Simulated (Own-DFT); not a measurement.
# Point defects and the pressure they add: zincblende GaAs

Calculated, not measured: single-point runs of Own-DFT, a retired in-house plane-wave DFT program that no person has reviewed, on unrelaxed cells, without spin or spin-orbit coupling.

All runs used: PBE; PseudoDojo norm-conserving scalar-relativistic files; cutoff 42 hartree; 3 x 3 x 3 k mesh centred on Gamma; Fermi-Dirac smearing of 0.1 eV.

Known weak points (not all hold for every row): not probed for a lower state with spin; forces not confirmed at this smearing and k mesh; stress not checked against mesh or cutoff.

All runs share one cell, with vectors in Å (11.737, 0.000, 0.000); (0.000, 11.737, 0.000); (0.000, 0.000, 10.833) and a volume of 1492.4 Å³, strained against the parent crystal. Atoms were moved at random from their sites; u is the rms move along one axis. The defect's site can differ from row to row.

| cell | formula | u (Å) | P (GPa) |
|---|---|---|---|
| no defect | As32Ga32 | 0.0283 | 1.25 |
| no defect | As32Ga32 | 0.0289 | 1.25 |
| no defect | As32Ga32 | 0.0484 | 1.53 |
| one P on an As site | As31Ga32P | 0.0287 | ? |
| one P on an As site | As31Ga32P | 0.0293 | 0.99 |
| one P on an As site | As31Ga32P | 0.0295 | 1.04 |
| one P on an As site | As31Ga32P | 0.0321 | 1.08 |
| one Al on a Ga site | AlAs32Ga31 | 0.0310 | 1.22 |
| one Al on a Ga site | AlAs32Ga31 | 0.0498 | 1.53 |
| one Al on a Ga site | AlAs32Ga31 | 0.0515 | 1.49 |
| one As vacancy and one Ga vacancy | As31Ga31 | 0.0290 | 0.94 |
| one As vacancy and one Ga vacancy | As31Ga31 | 0.0323 | 1.01 |
| one As vacancy and one Ga vacancy | As31Ga31 | 0.0512 | 1.40 |
| one In on a Ga site | As32Ga31In | 0.0504 | 2.10 |
| one In on a Ga site | As32Ga31In | 0.0507 | 2.21 |
| one In on a Ga site | As32Ga31In | 0.0538 | 2.15 |

## What the rows give

P = P0 + c u² + a shift for each defect gives P0 = 1.07 GPa, c = 204 ± 21 GPa/Å² and a scatter of 0.05 GPa. The shifts, and each times the cell's volume:

- one In on a Ga site: 0.54 ± 0.05 GPa, 5.0 eV
- one Al on a Ga site: -0.07 ± 0.04 GPa, -0.7 eV (not resolved)
- one P on an As site: -0.23 ± 0.04 GPa, -2.1 eV
- one As vacancy and one Ga vacancy: -0.26 ± 0.04 GPa, -2.4 eV

A positive shift means that the defect pushes the cell outwards. Shift times volume (160.2 GPa Å³ is 1 eV) depends little on the cell's size, so, taken for each site, it can be compared between cells at like pressure. The atoms around the defects weren't relaxed, which would change these numbers.

## Test on the hidden row

Q: what pressure belongs in the blank (one P on an As site, u = 0.0287 Å)?

Estimate: 1.01 ± 0.05 GPa. Computed: 1.01 GPa.
